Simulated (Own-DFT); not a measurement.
Simulation results for Al₃₂O₄₇ (corundum with one vacancy, atoms displaced)

Computed with Own-DFT development build. A calculation, not a measurement: plane-wave PBE density functional theory by an unreviewed code, no spin, of a simulated periodic cell, stress positive in tension, free energy of the whole cell less one offset for each atom, defect cell not probed for a lower state with spin; oxygen file: force components 24 meV/angstrom off all-electron in one glass; forces on such cells passed a denser k mesh, this cell's mesh not checked; offsets are fitted by least squares, one for each functional and potential file, so energies compare only between cells with the same atoms and settings and are not formation energies; the far tail of each file's local potential was reset to the Coulomb form; each entry is a single point on an unrelaxed cell, so the pressure reflects the starting lattice, mostly measured values, from which strain is counted, and rises with the displacements; printed positions are rounded, which can move forces by about a meV/angstrom; the program is a retired in-house code; no spin-orbit coupling; before rounding, a Quantum ESPRESSO 7.3.1 run of the same cell and cutoff gave forces within 1 meV/angstrom rms on each cell, which checks the program and not the settings.

Entry: Al₃₂O₄₇ (corundum with one vacancy, atoms displaced)

```
Al32O47
1.0
      5.4940     0.0000     8.6604
     -2.7470     4.7579     8.6604
     -2.7470    -4.7579     8.6604
Al O Al O Al O Al O Al O Al O Al O Al O
4 5 4 6 4 6 4 6 4 6 4 6 4 6 4 6
Direct
  0.17032 0.18197 0.18142
  0.30933 0.35351 0.31873
  0.42249 0.43581 0.43266
  0.07796 0.06974 0.05673
  0.27667 0.47299 0.12481
  0.48213 0.11578 0.29241
  0.11747 0.28445 0.47233
  0.23656 0.01766 0.36259
  0.02647 0.35400 0.23174
  0.17642 0.17282 0.68096
  0.32498 0.32167 0.81424
  0.42595 0.40891 0.92202
  0.07628 0.07206 0.58582
  0.27507 0.46568 0.63222
  0.45278 0.13748 0.77096
  0.10826 0.30103 0.97145
  0.23284 0.02977 0.84338
  0.02977 0.38782 0.71370
  0.38460 0.21563 0.51629
  0.18700 0.66911 0.18295
  0.33653 0.80452 0.33364
  0.42057 0.90615 0.43844
  0.08684 0.56362 0.06452
  0.28476 0.96549 0.12230
  0.48303 0.63215 0.24841
  0.12522 0.78109 0.46822
  0.22283 0.51636 0.36785
  0.02970 0.87498 0.21916
  0.36816 0.71983 0.03253
  0.17667 0.67299 0.68148
  0.31960 0.81993 0.83802
  0.43282 0.92738 0.92469
  0.09224 0.58501 0.55866
  0.26888 0.97790 0.62339
  0.48699 0.62619 0.76808
  0.14118 0.75930 0.95909
  0.23530 0.52054 0.87879
  0.01714 0.88335 0.73366
  0.37664 0.70985 0.52887
  0.68336 0.18739 0.16975
  0.82708 0.33428 0.32152
  0.92384 0.42931 0.41083
  0.55953 0.07616 0.06566
  0.78125 0.46859 0.12987
  0.98628 0.11640 0.28962
  0.60228 0.28258 0.47885
  0.71080 0.02524 0.38336
  0.52211 0.36573 0.23284
  0.86593 0.22391 0.02939
  0.65866 0.17538 0.68274
  0.82467 0.33340 0.82675
  0.92934 0.43323 0.90189
  0.57730 0.07624 0.56395
  0.75483 0.47000 0.64876
  0.98302 0.12603 0.74878
  0.62531 0.26350 0.98789
  0.71890 0.02501 0.87224
  0.52740 0.38105 0.72101
  0.87637 0.22211 0.52955
  0.67577 0.66960 0.18697
  0.82622 0.83502 0.32414
  0.93543 0.93557 0.41042
  0.55997 0.58291 0.07788
  0.77132 0.96353 0.12425
  0.98217 0.61339 0.26151
  0.61700 0.76870 0.47069
  0.73061 0.53953 0.36056
  0.54052 0.86550 0.21307
  0.87450 0.72167 0.02624
  0.66702 0.68275 0.68758
  0.82546 0.81986 0.81916
  0.90876 0.95334 0.91591
  0.57881 0.58530 0.56599
  0.78302 0.97370 0.60992
  0.97616 0.62698 0.76593
  0.62830 0.78530 0.96197
  0.72415 0.52593 0.88997
  0.51686 0.88821 0.72516
  0.88665 0.72938 0.52544
```

```
functional                        : PBE
potential files                   : PseudoDojo norm-conserving, scalar-relativistic, standard set
wave cutoff                       : 72 hartree
occupations                       : Fermi-Dirac
smearing width                    : 0.1 eV
k mesh                            : 3 x 3 x 3 centred on Gamma
free energy of cell above offsets : -41.213 eV
pressure                          : 14.27 GPa
stress xx                         : -16.08 GPa
stress yy                         : -13.31 GPa
stress zz                         : -13.44 GPa
stress yz                         : 1.44 GPa
stress xz                         : 1.77 GPa
stress xy                         : 0.55 GPa
```

Force:
```csv
element,x (eV/Å),y (eV/Å),z (eV/Å)
Al,3.706,-1.449,-1.903
Al,6.16,-6.59,-5.235
Al,2.224,-0.195,-3.148
Al,0.027,0.138,2.15
O,1.656,0.35,-1.003
O,-0.694,0.492,-2.559
O,0.397,0.891,0.223
O,-0.72,-1.408,1.049
O,-1.175,3.655,3.346
Al,1.42,6.408,-2.828
Al,-2.339,-1.734,1.641
Al,0.509,-0.546,3.815
Al,2.96,3.583,-4.101
O,-0.017,2.788,-0.237
O,1.643,-1.502,0.636
O,2.313,-1.04,-0.905
O,-3.522,-5.781,4.351
O,0.612,-1.097,-1.443
O,-3.098,-0.388,0.732
Al,-1.866,2.324,-4.411
Al,-1.161,4.108,-0.456
Al,-0.976,4.624,2.99
Al,-3.258,0.465,1.475
O,-0.346,0.975,-1.098
O,-3.968,-3.773,1.997
O,2.09,-0.485,0.799
O,-4.762,0.907,7.111
O,0.489,0.583,-0.152
O,0.791,1.129,1.155
Al,-1.983,-0.117,1.119
Al,1.596,1.344,-2.794
Al,-0.072,0.518,0.118
Al,-2.31,-1.114,-2.437
O,2.412,-1.412,-0.318
O,-3.379,-1.054,0.025
O,-2.068,0.883,1.462
O,0.193,1.603,-3.016
O,2.604,-0.068,-2.576
O,0.048,-0.412,-0.383
Al,-3.982,-3.478,-4.147
Al,0.127,-2.116,-2.577
Al,0.55,-2.35,2.821
Al,-0.9,-1.676,2.508
O,-0.174,0.578,-0.814
O,-0.885,1.584,-1.934
O,2.792,0.171,3.241
O,3.348,1.498,0.064
O,-0.13,3.346,2.163
O,3.998,0.836,1.661
Al,2.175,1.046,1.24
Al,-0.306,0.27,-3.593
Al,-1.596,-1.691,3.866
Al,-1.541,-0.146,-0.431
O,3.039,1.484,0.631
O,-6.583,-2.683,6.014
O,0.359,2.753,-0.511
O,-1.14,1.143,-0.537
O,0.816,-0.099,-1.935
O,-1.599,0.426,-1.353
Al,3.056,4.081,-1.051
Al,-0.233,-0.42,-3.493
Al,-1.298,-1.421,0.248
Al,3.545,-0.804,-0.882
O,1.007,-0.085,2.217
O,-1.939,0.072,2.505
O,1.435,1.687,3.341
O,-1.105,-3.483,0.257
O,-2.035,-0.793,-0.323
O,0.798,-0.375,-0.939
Al,1.213,0.325,-0.573
Al,-0.029,0.114,1.436
Al,1.483,-3.134,-0.762
Al,0.696,-3.412,-0.141
O,-1.734,-0.83,1.162
O,-0.024,0.237,1.34
O,-0.233,-0.46,-1.11
O,-0.475,1.738,-1.787
O,2.073,-1.303,-0.544
O,-0.705,-0.234,-2.467
```
